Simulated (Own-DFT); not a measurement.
# An alloy series: diamond-structure SiGe

Calculated results; nothing here was measured. They come from Own-DFT, an in-house plane-wave density functional program, since retired, whose code no person has reviewed. Each row is one single-point run on a periodic cell that was not relaxed, without spin or spin-orbit coupling.

Settings of every run: PBE; PseudoDojo norm-conserving scalar-relativistic files; cutoff 42 hartree; 5 x 5 x 5 k mesh centred on Gamma; Fermi-Dirac smearing of 0.1 eV.

Known limits, some of them of some rows only: forces on such cells failed a check on a denser k mesh; forces on such cells moved up to 12 meV/angstrom on a denser k mesh; forces on such cells passed a denser k mesh, each cell not checked; stress not checked against mesh or cutoff.

Each cell has 16 atoms, with Ge and Si placed at random on their shared sites; x is the share of Ge. Lattice constants follow the straight line between measured values of the end members, and atoms start on the ideal sites of that lattice. Every atom was also moved at random, by a Gaussian of width 0.03 Å on each axis. u is the rms move along one axis. dE is the free energy for each Ge or Si site above the straight-line part, a + b x, of the fit below.

| x | cell | u (Å) | volume (Å³/atom) | P (GPa) | dE (meV/site) |
|---|---|---|---|---|---|
| 0.125 | Ge2Si14 | 0.0309 | 20.340 | 2.24 | 8.6 |
| 0.125 | Ge2Si14 | 0.0290 | 20.340 | 2.24 | 9.9 |
| 0.125 | Ge2Si14 | 0.0316 | 20.340 | 2.32 | 11.9 |
| 0.125 | Ge2Si14 | 0.0314 | 20.340 | 2.31 | 11.0 |
| 0.250 | Ge4Si12 | 0.0306 | 20.659 | 2.43 | 18.4 |
| 0.250 | Ge4Si12 | 0.0288 | 20.659 | 2.36 | 12.3 |
| 0.250 | Ge4Si12 | 0.0307 | 20.659 | 2.38 | 16.3 |
| 0.250 | Ge4Si12 | 0.0273 | 20.659 | 2.40 | 17.8 |
| 0.500 | Ge8Si8 | 0.0289 | 21.306 | ? | ? |
| 0.750 | Ge12Si4 | 0.0250 | 21.966 | 3.36 | 18.7 |
| 0.750 | Ge12Si4 | 0.0293 | 21.966 | 3.29 | 14.9 |
| 0.750 | Ge12Si4 | 0.0277 | 21.966 | 3.22 | 11.4 |
| 0.750 | Ge12Si4 | 0.0341 | 21.966 | 3.35 | 19.8 |
| 0.875 | Ge14Si2 | 0.0294 | 22.302 | 3.65 | 10.2 |
| 0.875 | Ge14Si2 | 0.0315 | 22.302 | 3.63 | 8.2 |
| 0.875 | Ge14Si2 | 0.0347 | 22.302 | 3.65 | 9.6 |
| 0.875 | Ge14Si2 | 0.0371 | 22.302 | 3.83 | 21.1 |

## Worked fit

Fit E = a + b x + W x (1 - x) + k (u² - 0.03²) to the rows shown. It gives W = 89 ± 24 meV/site and k = 12 ± 5 eV/Å², with a scatter of 3.2 meV/site. Part of W is bond strain that relaxing the atoms would remove. The pressures follow P = 2.24 + 0.12 x + 1.74 x² GPa, with a scatter of 0.06.

## Withheld member

Question: what pressure and dE should the cell at x = 0.500 give?

The fits give 2.7 GPa and 21 meV/site. The calculation gave 2.70 GPa and 18.0 meV/site.
